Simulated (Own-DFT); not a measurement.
# Which defects push the lattice out? D0_22 TiAl3

Calculated, not measured: single-point runs of Own-DFT, a retired in-house plane-wave DFT program that no person has reviewed, on unrelaxed cells, without spin or spin-orbit coupling.

All runs used: PBE; PseudoDojo norm-conserving scalar-relativistic files; cutoff 42 hartree; 4 x 4 x 4 k mesh centred on Gamma; cold (Marzari-Vanderbilt) smearing of 0.2 eV.

Known weak points: forces on such cells failed a check on a denser k mesh; stress not checked against mesh or cutoff.

All runs share one cell, with vectors in Å (-2.365, -6.981, 4.326); (-7.667, 3.491, 1.442); (-2.950, -3.488, -7.241) and a volume of 625.4 Å³. Atoms were moved at random from their sites; u is the rms move along one axis. The defect's site can differ from row to row.

```
                     cell   formula   u (Å)  P (GPa)
                no defect  Al30Ti10  0.0197     1.98
                no defect  Al30Ti10  0.0213     1.98
                no defect  Al30Ti10  0.0545     2.71
 two Al on a Ti site each   Al32Ti8  0.0279     2.87
 two Al on a Ti site each   Al32Ti8  0.0325        ?
 two Al on a Ti site each   Al32Ti8  0.0466     3.34
 two Al on a Ti site each   Al32Ti8  0.0523     3.52
two Ti on an Al site each  Al28Ti12  0.0314     3.34
two Ti on an Al site each  Al28Ti12  0.0459     3.69
two Ti on an Al site each  Al28Ti12  0.0469     3.43
         two Al vacancies  Al28Ti10  0.0305     1.17
         two Al vacancies  Al28Ti10  0.0506     1.62
         two Al vacancies  Al28Ti10  0.0519     1.76
```

## Worked fit

P = P0 + c u² + a shift for each defect gives P0 = 1.85 GPa, c = 290 ± 31 GPa/Å² and a scatter of 0.09 GPa. The shifts, and each times the cell's volume:

- two Ti on an Al site each: 1.12 ± 0.08 GPa, 4.4 eV (2.2 eV for each of its 2 sites)
- two Al on a Ti site each: 0.84 ± 0.08 GPa, 3.3 eV (1.6 eV for each of its 2 sites)
- two Al vacancies: -0.93 ± 0.08 GPa, -3.6 eV (-1.8 eV for each of its 2 sites)

Positive is outwards. The product with the volume (160.2 GPa Å³ to the eV) is nearly free of the cell's size; divided by the bulk modulus at the cell's pressure it gives the volume that the defect adds. The atoms around the defects weren't relaxed, which would change these numbers.

## Check

Question: what pressure belongs in the blank (two Al on a Ti site each, u = 0.0325 Å)?

From the fit: 3.00 ± 0.11 GPa. The hidden result is 2.96 GPa.
